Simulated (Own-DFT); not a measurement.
SiC (4H silicon carbide, atoms displaced), GaP (zincblende, strained, atoms displaced) (calculated)

Computed with Own-DFT development build. A calculation, not a measurement: plane-wave PBE density functional theory by an unreviewed code, no spin, of a simulated periodic cell, stress positive in tension, free energy of the whole cell less one offset for each atom, forces on such cells passed a denser k mesh, this cell's mesh not checked; offsets are fitted by least squares, one for each functional and potential file, so energies compare only between cells with the same atoms and settings and are not formation energies; the far tail of each file's local potential was reset to the Coulomb form; each entry is a single point on an unrelaxed cell, so the pressure reflects the starting lattice, mostly measured values (interpolated for alloys), from which strain is counted, and rises with the displacements; printed positions are rounded, which can move forces by about a meV/angstrom; the program, named Own-DFT, is a retired in-house code; no spin-orbit coupling.

Settings shared by all entries: functional PBE; potential files PseudoDojo norm-conserving, scalar-relativistic, standard set; wave cutoff 42 hartree; occupations Fermi-Dirac; smearing width 0.1 eV; k mesh 3 x 3 x 3 centred on Gamma.

(1) 
```cif
# cell vector a (Å): 12.3308 0.0000 0.0000
# cell vector b (Å): -6.1654 10.6788 0.0000
# cell vector c (Å): 0.0000 0.0000 10.0681
data_SiC
_symmetry_space_group_name_H-M 'P 1'
_symmetry_Int_Tables_number 1
_cell_length_a 12.3308
_cell_length_b 12.3308
_cell_length_c 10.0681
_cell_angle_alpha 90.000
_cell_angle_beta 90.000
_cell_angle_gamma 120.000
_cell_volume 1325.75
loop_
_atom_site_label
_atom_site_type_symbol
_atom_site_fract_x
_atom_site_fract_y
_atom_site_fract_z
_atom_site_occupancy
Si1 Si 0.99510 0.99734 0.40470 1
Si2 Si 0.08271 0.16840 0.15452 1
C1 C 0.99788 0.99995 0.09065 1
C2 C 0.08156 0.16789 0.34306 1
Si3 Si 0.00080 0.24845 0.40719 1
Si4 Si 0.08071 0.41179 0.16075 1
C3 C 0.00087 0.25124 0.09013 1
C4 C 0.08974 0.41553 0.34550 1
Si5 Si 0.00003 0.50601 0.40422 1
Si6 Si 0.08002 0.66309 0.15740 1
C5 C 0.99821 0.49567 0.09139 1
C6 C 0.08790 0.67117 0.34797 1
Si7 Si 0.99991 0.74574 0.40654 1
Si8 Si 0.08353 0.91954 0.15593 1
C7 C 0.99945 0.75046 0.09622 1
C8 C 0.08126 0.90988 0.34039 1
Si9 Si 0.25046 0.99614 0.41032 1
Si10 Si 0.33112 0.16834 0.15940 1
C9 C 0.25115 0.00323 0.09513 1
C10 C 0.33661 0.16648 0.34232 1
Si11 Si 0.25007 0.25050 0.39946 1
Si12 Si 0.32949 0.41568 0.15783 1
C11 C 0.25405 0.25555 0.09375 1
C12 C 0.33253 0.41507 0.34218 1
Si13 Si 0.25479 0.49988 0.41064 1
Si14 Si 0.33134 0.66670 0.15299 1
C13 C 0.25150 0.49719 0.09599 1
C14 C 0.33615 0.66566 0.34524 1
Si15 Si 0.24718 0.74718 0.40352 1
Si16 Si 0.33279 0.91748 0.16095 1
C15 C 0.24737 0.74823 0.09870 1
C16 C 0.33013 0.91443 0.34789 1
Si17 Si 0.49886 0.99841 0.40866 1
Si18 Si 0.57793 0.16874 0.15593 1
C17 C 0.49832 0.00084 0.09621 1
C18 C 0.58769 0.16572 0.34338 1
Si19 Si 0.50254 0.24572 0.40993 1
Si20 Si 0.58648 0.41693 0.15398 1
C19 C 0.49774 0.25361 0.09529 1
C20 C 0.57909 0.41029 0.34046 1
Si21 Si 0.49941 0.49742 0.40865 1
Si22 Si 0.58890 0.66972 0.15813 1
C21 C 0.50117 0.50026 0.09344 1
C22 C 0.58533 0.66876 0.34543 1
Si23 Si 0.49347 0.75005 0.40334 1
Si24 Si 0.58190 0.91532 0.15427 1
C23 C 0.49573 0.74720 0.09718 1
C24 C 0.58287 0.91820 0.34525 1
Si25 Si 0.74793 0.99771 0.40532 1
Si26 Si 0.83384 0.16873 0.15615 1
C25 C 0.74928 0.99983 0.09105 1
C26 C 0.83109 0.16607 0.33971 1
Si27 Si 0.74766 0.24569 0.40735 1
Si28 Si 0.83401 0.41518 0.15177 1
C27 C 0.74700 0.24796 0.09260 1
C28 C 0.83619 0.41545 0.34415 1
Si29 Si 0.75083 0.50196 0.40592 1
Si30 Si 0.83520 0.66816 0.15849 1
C29 C 0.75334 0.50188 0.09419 1
C30 C 0.83427 0.66611 0.34213 1
Si31 Si 0.75203 0.75077 0.40740 1
Si32 Si 0.83633 0.91756 0.15560 1
C31 C 0.75117 0.75354 0.08762 1
C32 C 0.83689 0.91821 0.34011 1
Si33 Si 0.99692 0.99549 0.90797 1
Si34 Si 0.91353 0.83099 0.65685 1
C33 C 0.99611 0.99439 0.59720 1
C34 C 0.91192 0.82733 0.84535 1
Si35 Si 0.00147 0.74804 0.90858 1
Si36 Si 0.91940 0.58909 0.65609 1
C35 C 0.99998 0.75355 0.59385 1
C36 C 0.91790 0.58369 0.84987 1
Si37 Si 0.00425 0.50292 0.90672 1
Si38 Si 0.91445 0.33257 0.65485 1
C37 C 0.00148 0.49863 0.59618 1
C38 C 0.91623 0.33247 0.84506 1
Si39 Si 0.00414 0.25225 0.91031 1
Si40 Si 0.91739 0.08407 0.65082 1
C39 C 0.99651 0.25167 0.59497 1
C40 C 0.91463 0.08115 0.83633 1
Si41 Si 0.74287 0.99553 0.90875 1
Si42 Si 0.66659 0.83418 0.65840 1
C41 C 0.74813 0.99731 0.59104 1
C42 C 0.66236 0.83564 0.84215 1
Si43 Si 0.75212 0.75050 0.90806 1
Si44 Si 0.66933 0.58081 0.65744 1
C43 C 0.75408 0.75018 0.58849 1
C44 C 0.66978 0.58232 0.84440 1
Si45 Si 0.75460 0.50027 0.90618 1
Si46 Si 0.66529 0.33082 0.65703 1
C45 C 0.74544 0.49848 0.59517 1
C46 C 0.66658 0.33242 0.84345 1
Si47 Si 0.75235 0.24793 0.90829 1
Si48 Si 0.66876 0.08508 0.65786 1
C47 C 0.75176 0.24474 0.58905 1
C48 C 0.66750 0.08252 0.84324 1
Si49 Si 0.50183 0.00310 0.90728 1
Si50 Si 0.41494 0.83012 0.65084 1
C49 C 0.50263 0.00459 0.59709 1
C50 C 0.41966 0.83128 0.84600 1
Si51 Si 0.49703 0.74972 0.90595 1
Si52 Si 0.41969 0.58458 0.65661 1
C51 C 0.50449 0.75078 0.59541 1
C52 C 0.41923 0.57986 0.84180 1
Si53 Si 0.49842 0.49971 0.90690 1
Si54 Si 0.41273 0.33085 0.65833 1
C53 C 0.50116 0.50227 0.59244 1
C54 C 0.42076 0.34031 0.85150 1
Si55 Si 0.50004 0.24677 0.90510 1
Si56 Si 0.41956 0.08383 0.66064 1
C55 C 0.49998 0.25146 0.59565 1
C56 C 0.41880 0.08331 0.84466 1
Si57 Si 0.25209 0.00317 0.90204 1
Si58 Si 0.17050 0.83184 0.65446 1
C57 C 0.24802 0.99722 0.59611 1
C58 C 0.17069 0.83106 0.84568 1
Si59 Si 0.24881 0.74816 0.90094 1
Si60 Si 0.16436 0.58436 0.65884 1
C59 C 0.24908 0.75420 0.59063 1
C60 C 0.16734 0.58554 0.84269 1
Si61 Si 0.24931 0.50071 0.91401 1
Si62 Si 0.16923 0.33347 0.66300 1
C61 C 0.24305 0.49682 0.59139 1
C62 C 0.16644 0.33837 0.84423 1
Si63 Si 0.24820 0.24836 0.90673 1
Si64 Si 0.16894 0.08623 0.65814 1
C63 C 0.24581 0.24925 0.58711 1
C64 C 0.16278 0.08233 0.84602 1
_calc_hardware 'one NVIDIA H200'
_calc_free_energy_of_cell_above_offsets '-18.843'  # eV
_calc_pressure 3.7  # GPa
_calc_stress_xx -3.08  # GPa
_calc_stress_yy -2.9  # GPa
_calc_stress_zz -5.11  # GPa
_calc_stress_yz -0.17  # GPa
_calc_stress_xz -0.02  # GPa
_calc_stress_xy -0.07  # GPa
_calc_wall_time 517.7  # s
```

Force:
```csv
element,x (eV/Å),y (eV/Å),z (eV/Å)
Si,1.913,0.37,0.638
Si,0.387,-0.21,0.03
C,0.689,0.534,0.686
C,0.801,-0.93,-0.186
Si,-1.037,0.666,0.168
Si,0.416,1.061,-0.374
C,-0.188,-0.479,1.204
C,-1.552,0.485,0.077
Si,1.687,-1.727,0.784
Si,0.16,0.478,-0.082
C,0.583,0.644,0.772
C,-0.915,-1.474,-1.137
Si,-0.851,1.143,0.049
Si,0.466,-0.526,-0.15
C,0.444,0.136,-0.317
C,-0.359,1.319,1.083
Si,-1.37,0.72,-0.737
Si,0.68,0.066,-0.722
C,-0.08,-0.278,-0.629
C,-0.549,-0.599,1.236
Si,0.195,-0.533,0.603
Si,1.943,0.921,-0.165
C,-0.993,-1.553,0.065
C,0.354,0.442,0.651
Si,-0.836,-0.257,-0.984
Si,0.326,-0.56,1.109
C,-1.668,0.7,0.074
C,-1.901,-0.502,-0.518
Si,1.484,0.598,0.517
Si,-0.299,-0.203,-0.716
C,-0.152,0.233,-1.089
C,1.047,0.117,-0.21
Si,0.074,0.482,-0.159
Si,1.121,-0.246,0.123
C,0.05,-0.004,-0.363
C,-1.451,-0.447,0.25
Si,-0.652,0.626,-0.848
Si,-0.868,0.501,0.217
C,0.55,-0.959,-0.771
C,0.722,0.976,1.015
Si,0.279,0.373,-1.137
Si,-1.029,-0.868,-0.323
C,-0.191,0.362,0.449
C,-0.158,-0.299,0.066
Si,2.769,0.565,0.86
Si,-0.15,0.335,0.549
C,0.842,0.548,-0.859
C,-0.133,-0.655,-0.436
Si,0.232,0.402,-0.293
Si,-0.26,-0.735,-0.564
C,0.143,0.001,0.977
C,0.914,-0.173,0.926
Si,0.908,0.992,-0.893
Si,-0.46,-0.147,0.9
C,-0.077,0.184,0.29
C,-0.892,0.187,-0.164
Si,-0.228,-1.28,-0.297
Si,-0.468,-0.116,-0.978
C,-0.052,-0.212,-0.142
C,-0.114,0.068,0.662
Si,-0.296,-0.008,-0.841
Si,-1.084,-0.014,-0.513
C,0.576,-0.365,1.896
C,-1.274,-0.746,0.409
Si,-0.96,0.354,-1.368
Si,0.349,0.331,0.317
C,0.492,1.378,-1.04
C,1.301,0.955,-0.168
Si,-0.382,0.476,-0.016
Si,-0.031,-1.368,0.431
C,0.928,-0.503,-0.017
C,0.649,0.119,-1.237
Si,-0.655,-1.113,-0.423
Si,0.357,0.123,0.632
C,-1.379,0.834,-0.6
C,0.388,0.53,-0.031
Si,-1.158,-1.151,-2.161
Si,-0.421,-0.342,0.61
C,1.531,-0.412,-0.31
C,0.069,0.206,1.956
Si,1.546,1.149,-1.136
Si,0.82,-0.092,-0.767
C,0.074,0.514,0.183
C,1.236,-1.176,0.765
Si,-1.346,-0.607,-1.306
Si,-1.451,0.943,0.006
C,-1.112,-0.467,1.549
C,-0.583,0.191,0.225
Si,-1.085,-0.314,0.206
Si,0.581,0.253,-0.242
C,1.926,-0.163,-0.549
C,0.586,-0.223,0.381
Si,-0.685,0.348,-0.598
Si,0.398,-0.963,-0.386
C,-1.363,1.148,1.107
C,-0.583,0.337,0.455
Si,0.366,-1.157,0.14
Si,0.606,0.975,1.234
C,0.139,-1.131,-0.451
C,-1.901,0.772,-0.86
Si,1.276,-0.952,0.413
Si,-0.893,-0.475,-0.352
C,-1.403,-0.336,-0.961
C,-1.689,0.878,0.733
Si,1.345,1.163,0.678
Si,0.185,1.045,-0.112
C,0.245,-0.89,0.6
C,-0.305,-3.003,-1.691
Si,-0.447,1.477,0.694
Si,-0.8,0.003,-1.016
C,-0.023,-0.718,0.217
C,-0.567,0.022,0.053
Si,-0.028,-0.875,1.163
Si,-2.004,0.664,0.877
C,0.525,0.959,0.363
C,-1.511,0.93,-0.645
Si,1.155,0.702,1.811
Si,0.782,-0.196,-1.047
C,1.42,-1.64,-0.059
C,0.591,-0.569,0.677
Si,0.793,0.354,-1.702
Si,-1.539,0.058,-1.867
C,1.429,1.005,1.491
C,1.045,-0.808,1.024
Si,0.165,1.109,0.191
Si,-0.841,-1.143,-0.737
C,0.83,0.082,1.213
C,0.851,0.263,-0.276
```

(2) 
```cif
# cell vector a (Å): 12.3308 0.0000 0.0000
# cell vector b (Å): -6.1654 10.6788 0.0000
# cell vector c (Å): 0.0000 0.0000 10.0681
data_SiC
_symmetry_space_group_name_H-M 'P 1'
_symmetry_Int_Tables_number 1
_cell_length_a 12.3308
_cell_length_b 12.3308
_cell_length_c 10.0681
_cell_angle_alpha 90.000
_cell_angle_beta 90.000
_cell_angle_gamma 120.000
_cell_volume 1325.75
loop_
_atom_site_label
_atom_site_type_symbol
_atom_site_fract_x
_atom_site_fract_y
_atom_site_fract_z
_atom_site_occupancy
Si1 Si 0.00231 0.00440 0.40846 1
Si2 Si 0.08332 0.16840 0.15908 1
C1 C 0.99794 0.99981 0.09093 1
C2 C 0.08027 0.16676 0.33879 1
Si3 Si 0.00338 0.24809 0.41058 1
Si4 Si 0.08681 0.42184 0.15605 1
C3 C 0.00480 0.25003 0.09128 1
C4 C 0.08742 0.41502 0.34505 1
Si5 Si 0.00154 0.50296 0.40591 1
Si6 Si 0.08581 0.66857 0.15530 1
C5 C 0.99957 0.49866 0.09740 1
C6 C 0.08488 0.66930 0.35063 1
Si7 Si 0.00251 0.75376 0.40373 1
Si8 Si 0.08245 0.91471 0.15651 1
C7 C 0.99782 0.75302 0.09816 1
C8 C 0.08342 0.91833 0.34535 1
Si9 Si 0.25273 0.99850 0.40635 1
Si10 Si 0.33427 0.16642 0.15974 1
C9 C 0.24648 0.99286 0.09550 1
C10 C 0.33677 0.16813 0.33848 1
Si11 Si 0.25437 0.25525 0.40561 1
Si12 Si 0.33321 0.41877 0.15470 1
C11 C 0.24747 0.25244 0.09849 1
C12 C 0.33095 0.41701 0.34850 1
Si13 Si 0.24625 0.49807 0.40167 1
Si14 Si 0.33531 0.67262 0.15693 1
C13 C 0.24836 0.50318 0.08998 1
C14 C 0.33339 0.66737 0.34483 1
Si15 Si 0.25054 0.74617 0.40848 1
Si16 Si 0.33407 0.91403 0.15707 1
C15 C 0.24989 0.74968 0.09407 1
C16 C 0.33531 0.91560 0.33701 1
Si17 Si 0.50134 0.99758 0.40297 1
Si18 Si 0.58837 0.16855 0.16003 1
C17 C 0.50035 0.00052 0.09333 1
C18 C 0.58116 0.17048 0.34386 1
Si19 Si 0.49983 0.25142 0.40136 1
Si20 Si 0.58363 0.41619 0.15899 1
C19 C 0.49913 0.25245 0.09813 1
C20 C 0.58138 0.41540 0.34981 1
Si21 Si 0.49972 0.49739 0.40879 1
Si22 Si 0.58015 0.66399 0.15356 1
C21 C 0.50082 0.49784 0.09183 1
C22 C 0.58238 0.66619 0.34267 1
Si23 Si 0.49901 0.75165 0.40583 1
Si24 Si 0.58272 0.91935 0.15764 1
C23 C 0.49895 0.74930 0.09206 1
C24 C 0.58218 0.91920 0.34062 1
Si25 Si 0.74551 0.99713 0.40818 1
Si26 Si 0.83333 0.16882 0.15652 1
C25 C 0.75111 0.00278 0.09589 1
C26 C 0.82942 0.16232 0.34105 1
Si27 Si 0.74930 0.25431 0.40763 1
Si28 Si 0.82864 0.41464 0.15602 1
C27 C 0.75069 0.25158 0.09295 1
C28 C 0.83162 0.41459 0.34652 1
Si29 Si 0.75139 0.50089 0.40783 1
Si30 Si 0.82783 0.66596 0.16016 1
C29 C 0.75259 0.50530 0.09355 1
C30 C 0.83345 0.66584 0.34679 1
Si31 Si 0.75486 0.75295 0.40954 1
Si32 Si 0.82880 0.92041 0.15066 1
C31 C 0.74580 0.74216 0.09354 1
C32 C 0.83435 0.91550 0.34549 1
Si33 Si 0.99935 0.99942 0.90661 1
Si34 Si 0.91641 0.82829 0.65882 1
C33 C 0.99610 0.99804 0.59263 1
C34 C 0.91598 0.82996 0.84111 1
Si35 Si 0.00074 0.75390 0.90665 1
Si36 Si 0.91772 0.57974 0.65431 1
C35 C 0.99561 0.74847 0.59116 1
C36 C 0.91306 0.57939 0.84137 1
Si37 Si 0.99906 0.50202 0.90940 1
Si38 Si 0.91421 0.33000 0.65452 1
C37 C 0.99688 0.49854 0.59298 1
C38 C 0.92204 0.33448 0.84034 1
Si39 Si 0.99837 0.24660 0.90897 1
Si40 Si 0.91573 0.08228 0.65585 1
C39 C 0.00220 0.24918 0.59131 1
C40 C 0.91629 0.07722 0.84317 1
Si41 Si 0.74769 0.99889 0.89953 1
Si42 Si 0.66818 0.83266 0.66087 1
C41 C 0.75894 0.00563 0.59742 1
C42 C 0.66625 0.82767 0.84353 1
Si43 Si 0.75545 0.75915 0.90626 1
Si44 Si 0.66726 0.58446 0.65606 1
C43 C 0.75057 0.75022 0.59483 1
C44 C 0.66879 0.58923 0.84271 1
Si45 Si 0.74954 0.50108 0.90446 1
Si46 Si 0.66868 0.32918 0.65940 1
C45 C 0.74543 0.50135 0.58842 1
C46 C 0.66135 0.33336 0.84248 1
Si47 Si 0.74814 0.24934 0.90424 1
Si48 Si 0.66280 0.08043 0.66281 1
C47 C 0.75430 0.25548 0.59532 1
C48 C 0.66853 0.08586 0.84843 1
Si49 Si 0.49615 0.99739 0.90678 1
Si50 Si 0.41576 0.83297 0.65940 1
C49 C 0.49894 0.00043 0.59584 1
C50 C 0.41705 0.83434 0.84590 1
Si51 Si 0.50243 0.75158 0.90986 1
Si52 Si 0.41546 0.58139 0.65577 1
C51 C 0.50203 0.75500 0.59313 1
C52 C 0.41806 0.58189 0.83955 1
Si53 Si 0.50421 0.50098 0.90204 1
Si54 Si 0.41859 0.33131 0.65827 1
C53 C 0.49654 0.50340 0.59602 1
C54 C 0.41469 0.33089 0.83592 1
Si55 Si 0.49998 0.25404 0.90401 1
Si56 Si 0.41697 0.08014 0.65071 1
C55 C 0.50250 0.25582 0.59563 1
C56 C 0.41317 0.07898 0.84200 1
Si57 Si 0.25144 0.00163 0.90385 1
Si58 Si 0.16521 0.83341 0.65565 1
C57 C 0.24871 0.99892 0.59558 1
C58 C 0.16238 0.83392 0.84607 1
Si59 Si 0.25087 0.74914 0.90946 1
Si60 Si 0.16344 0.58387 0.65883 1
C59 C 0.25034 0.75193 0.59120 1
C60 C 0.16816 0.58634 0.84327 1
Si61 Si 0.24750 0.49790 0.90824 1
Si62 Si 0.16391 0.33062 0.66038 1
C61 C 0.24606 0.49669 0.58926 1
C62 C 0.16708 0.33427 0.84904 1
Si63 Si 0.24842 0.24986 0.90410 1
Si64 Si 0.17054 0.08438 0.65434 1
C63 C 0.24790 0.24615 0.59412 1
C64 C 0.16671 0.07838 0.84315 1
_calc_hardware 'one NVIDIA H200'
_calc_free_energy_of_cell_above_offsets '-18.532'  # eV
_calc_pressure 3.84  # GPa
_calc_stress_xx -3.97  # GPa
_calc_stress_yy -2.36  # GPa
_calc_stress_zz -5.2  # GPa
_calc_stress_yz 0.04  # GPa
_calc_stress_xz 0.17  # GPa
_calc_stress_xy 0.56  # GPa
_calc_wall_time 524.5  # s
```

Force:
```csv
element,x (eV/Å),y (eV/Å),z (eV/Å)
Si,-0.248,-0.866,-0.589
Si,0.127,-0.764,-1.275
C,0.232,0.058,0.642
C,1.357,0.179,1.764
Si,-1.408,0.08,-1.592
Si,0.02,-1.555,0.156
C,-1.715,0.577,0.876
C,-2.122,-0.029,-0.604
Si,0.271,-0.911,-0.027
Si,-1.139,-0.221,0.812
C,-0.64,0.517,-0.329
C,0.236,-0.284,-1.433
Si,-0.537,-0.475,0.568
Si,-0.704,0.924,0.276
C,0.469,-1.368,-0.757
C,0.405,0.407,-0.133
Si,-0.611,0.324,-0.496
Si,-0.748,-0.41,-1.696
C,0.341,1.558,-0.519
C,-0.835,-0.394,2.2
Si,-0.519,-1.687,-0.052
Si,0.063,-0.053,0.394
C,1.201,-0.569,-1.083
C,0.81,0.619,-1.276
Si,1.136,0.782,1.312
Si,0.261,-1.332,-0.139
C,0.912,0.503,1.205
C,0.157,-0.379,-0.356
Si,-0.521,1.172,-0.58
Si,-0.578,0.724,-0.978
C,0.09,0.195,-0.024
C,-0.021,-0.357,2.199
Si,-1.27,1.138,0.59
Si,-1.515,-0.219,-0.995
C,-0.097,0.177,0.174
C,1.439,-0.929,0.582
Si,-0.231,-0.066,1.551
Si,-0.153,0.542,0.036
C,0.973,-0.584,-1.182
C,0.606,0.751,-1.242
Si,-0.859,1.098,0.05
Si,0.355,0.017,0.576
C,-0.646,0.071,-0.1
C,0.203,0.176,0.399
Si,0.754,-0.386,0.029
Si,0.665,-0.376,-0.996
C,0.116,0.723,0.755
C,0.697,-0.863,0.827
Si,1.267,0.507,-0.231
Si,0.967,0.14,-0.213
C,-1.342,-0.042,-1.52
C,0.014,1.171,1.344
Si,0.722,-1.536,-0.122
Si,0.616,1.007,0.363
C,0.057,-0.169,-0.327
C,0.194,1.104,-0.705
Si,-0.527,-0.212,-0.389
Si,1.381,0.474,-0.037
C,-0.172,-1.517,0.002
C,0.062,0.219,-0.311
Si,-0.951,-0.706,-0.636
Si,2.018,-1.538,1.551
C,-0.996,2.338,-0.468
C,-0.653,0.697,-0.536
Si,0.94,-0.486,-0.341
Si,-0.859,1.098,-1.095
C,1.202,0.153,0.686
C,-0.175,1.17,0.896
Si,-0.118,-1.496,0.558
Si,-1.858,0.622,-0.152
C,1.46,-0.168,0.304
C,0.453,0.935,0.624
Si,0.535,-0.424,-0.633
Si,1.294,0.941,0.145
C,0.884,-0.285,-0.118
C,-1.171,-0.416,0.979
Si,0.228,0.089,-0.694
Si,1.616,0.677,0.326
C,-0.718,-0.234,1.2
C,-0.979,1.152,-0.04
Si,0.799,-0.125,1.458
Si,-0.049,0.272,-1.505
C,-2.998,-1.706,-0.387
C,-1.248,1.818,0.565
Si,0.622,-2.594,0.554
Si,-0.655,-0.085,-0.133
C,-0.103,0.046,0.203
C,0.671,-0.455,0.192
Si,-0.479,0.365,0.089
Si,-1.709,1.791,-1.113
C,1.579,-0.764,1.743
C,1.502,0.121,0.704
Si,0.436,1.194,0.286
Si,1.015,0.977,-1.229
C,-0.51,-2.108,-0.2
C,-0.822,-0.974,-0.556
Si,0.221,0.938,0.174
Si,-0.011,-0.053,-0.518
C,0.94,-0.578,-0.964
C,0.32,-0.477,0.108
Si,-0.424,-1.142,-1.262
Si,-1.244,0.783,-0.456
C,0.085,-0.565,0.333
C,-0.764,0.338,1.48
Si,-0.742,-0.261,0.142
Si,-1.306,0.895,-1.588
C,1.737,-1.175,-0.443
C,-0.106,0.576,2.428
Si,-0.364,-1.624,0.722
Si,-1.161,1.468,1.126
C,0.983,-1.98,-1.071
C,0.719,1.178,0.026
Si,-0.101,-0.906,1.056
Si,-0.347,-0.454,0.194
C,0.79,-0.028,-1.02
C,1.558,-0.233,-0.456
Si,-0.835,0.509,-0.822
Si,0.817,-0.305,-1.014
C,0.053,-0.288,1.113
C,-0.237,-0.594,0.722
Si,0.581,1.088,-1.092
Si,0.623,0.668,-0.636
C,-0.085,0.616,1.025
C,-0.419,-0.722,-0.863
Si,0.556,-0.492,0.811
Si,-1.399,-0.884,0.315
C,0.327,1.064,-0.17
C,-0.983,1.364,0.002
```

(3) 
```cif
# cell vector a (Å): 10.8620 0.0000 0.0000
# cell vector b (Å): 0.0000 10.8620 0.0000
# cell vector c (Å): 0.0000 0.0000 10.9439
data_GaP
_symmetry_space_group_name_H-M 'P 1'
_symmetry_Int_Tables_number 1
_cell_length_a 10.8620
_cell_length_b 10.8620
_cell_length_c 10.9439
_cell_angle_alpha 90.000
_cell_angle_beta 90.000
_cell_angle_gamma 90.000
_cell_volume 1291.19
loop_
_atom_site_label
_atom_site_type_symbol
_atom_site_fract_x
_atom_site_fract_y
_atom_site_fract_z
_atom_site_occupancy
Ga1 Ga 0.99519 0.99748 0.99495 1
Ga2 Ga 0.00558 0.25675 0.25696 1
Ga3 Ga 0.24603 0.00654 0.24417 1
Ga4 Ga 0.25582 0.25235 0.00108 1
P1 P 0.12780 0.11444 0.12784 1
P2 P 0.11870 0.37904 0.36641 1
P3 P 0.37696 0.12667 0.37255 1
P4 P 0.36977 0.38273 0.10620 1
Ga5 Ga 0.99147 0.99622 0.49333 1
Ga6 Ga 0.01073 0.25577 0.75085 1
Ga7 Ga 0.24891 0.99660 0.74757 1
Ga8 Ga 0.25402 0.24321 0.49973 1
P5 P 0.12262 0.12240 0.61124 1
P6 P 0.12809 0.37164 0.87385 1
P7 P 0.37541 0.11966 0.87726 1
P8 P 0.37098 0.36389 0.63233 1
Ga9 Ga 0.00157 0.49726 0.00078 1
Ga10 Ga 0.00400 0.76554 0.25709 1
Ga11 Ga 0.24791 0.49895 0.24710 1
Ga12 Ga 0.24928 0.75933 0.99179 1
P9 P 0.12059 0.61574 0.11956 1
P10 P 0.11825 0.87187 0.36802 1
P11 P 0.37644 0.63801 0.37372 1
P12 P 0.37589 0.86858 0.12873 1
Ga13 Ga 0.00212 0.49606 0.49645 1
Ga14 Ga 0.99770 0.73722 0.74780 1
Ga15 Ga 0.25497 0.50569 0.75014 1
Ga16 Ga 0.24161 0.76302 0.51109 1
P13 P 0.12864 0.62455 0.63211 1
P14 P 0.12738 0.86416 0.86931 1
P15 P 0.37365 0.62094 0.87143 1
P16 P 0.38391 0.87042 0.62344 1
Ga17 Ga 0.50272 0.99955 0.98658 1
Ga18 Ga 0.50046 0.23880 0.23438 1
Ga19 Ga 0.76233 0.00953 0.24913 1
Ga20 Ga 0.76114 0.25060 0.00155 1
P17 P 0.60974 0.13911 0.12989 1
P18 P 0.61430 0.37827 0.38630 1
P19 P 0.88826 0.11616 0.37744 1
P20 P 0.85989 0.37829 0.11491 1
Ga21 Ga 0.50497 0.00608 0.51122 1
Ga22 Ga 0.50633 0.24768 0.75058 1
Ga23 Ga 0.75497 0.99166 0.75100 1
Ga24 Ga 0.75303 0.25008 0.49309 1
P21 P 0.61752 0.11323 0.61396 1
P22 P 0.63368 0.37851 0.86911 1
P23 P 0.88334 0.12761 0.88240 1
P24 P 0.87076 0.37180 0.61562 1
Ga25 Ga 0.49979 0.50814 0.01491 1
Ga26 Ga 0.51141 0.75148 0.24777 1
Ga27 Ga 0.75183 0.49375 0.25794 1
Ga28 Ga 0.74024 0.75726 0.99507 1
P25 P 0.61510 0.62926 0.13216 1
P26 P 0.63279 0.87658 0.37499 1
P27 P 0.87665 0.63256 0.37310 1
P28 P 0.88279 0.87077 0.10874 1
Ga29 Ga 0.49810 0.50249 0.50295 1
Ga30 Ga 0.49999 0.74482 0.73746 1
Ga31 Ga 0.75002 0.51256 0.74816 1
Ga32 Ga 0.75732 0.74587 0.50117 1
P29 P 0.62723 0.62111 0.62717 1
P30 P 0.61683 0.88333 0.88240 1
P31 P 0.88484 0.62642 0.86527 1
P32 P 0.88139 0.87775 0.62686 1
_calc_hardware 'one NVIDIA H100'
_calc_free_energy_of_cell_above_offsets '-28.065'  # eV
_calc_pressure 4.83  # GPa
_calc_stress_xx -5.16  # GPa
_calc_stress_yy -5.02  # GPa
_calc_stress_zz -4.31  # GPa
_calc_stress_yz -1.36  # GPa
_calc_stress_xz -0.83  # GPa
_calc_stress_xy -0.22  # GPa
_calc_wall_time 590.6  # s
```

Force:
```csv
element,x (eV/Å),y (eV/Å),z (eV/Å)
Ga,1.791,-0.168,-0.192
Ga,-1.203,-1.322,-1.889
Ga,1.537,-1.547,1.314
Ga,-1.039,-1.341,-0.603
P,-1.351,2.185,-1.459
P,1.955,0.166,1.486
P,0.047,-0.58,-0.095
P,0.353,-0.695,2.691
Ga,1.733,-1.009,1.149
Ga,-1.015,-0.715,-1.01
Ga,0.075,0.074,-0.256
Ga,-0.389,0.807,-0.604
P,-0.027,-0.408,1.188
P,0.364,0.797,0.373
P,-0.406,0.812,-0.877
P,0.282,1.09,-0.61
Ga,-0.534,-0.391,-0.653
Ga,-1.741,-2.825,-2.719
Ga,0.622,0.617,-0.05
Ga,0.661,-1.635,1.179
P,0.549,1.9,0.706
P,2.304,2.172,2.168
P,-0.604,-0.858,0.484
P,0.048,0.955,-0.595
Ga,-0.308,0.796,0.326
Ga,0.994,1.886,-0.768
Ga,-0.297,-1.32,0.011
Ga,0.341,-0.922,-1.075
P,-0.289,-0.476,-1.434
P,-1.157,1.512,-0.592
P,1.036,1.083,0.717
P,-1.004,1.227,-0.084
Ga,-1.684,1.146,3.13
Ga,-3.739,4.435,3.842
Ga,-1.033,-0.872,-0.857
Ga,-2.314,-0.847,-1.009
P,5.011,-4.185,-4.035
P,0.848,-1.095,-1.809
P,-1.637,2.565,-1.272
P,2.222,0.695,2.052
Ga,-2.425,-2.755,-3.581
Ga,0.01,-0.318,0.163
Ga,-0.53,1.048,0.316
Ga,-0.649,-0.841,-0.065
P,3.709,3.155,3.263
P,-0.416,-0.057,0.924
P,-0.611,0.057,-1.679
P,0.64,0.534,1.274
Ga,0.406,-0.211,-2.443
Ga,-1.345,1.296,1.416
Ga,-0.81,0.655,0.024
Ga,0.611,-1.185,0.302
P,2.771,-0.872,-0.819
P,0.046,0.447,0.158
P,0.542,-0.85,-0.21
P,-1.158,0.059,1.756
Ga,-1.294,0.258,0.411
Ga,0.109,-0.179,1.732
Ga,0.814,-1.51,0.168
Ga,-0.73,0.646,0.257
P,-0.056,0.826,-1.061
P,1.623,-2.002,-2.757
P,-2,-0.799,2.113
P,-0.261,-1.115,0.066
```
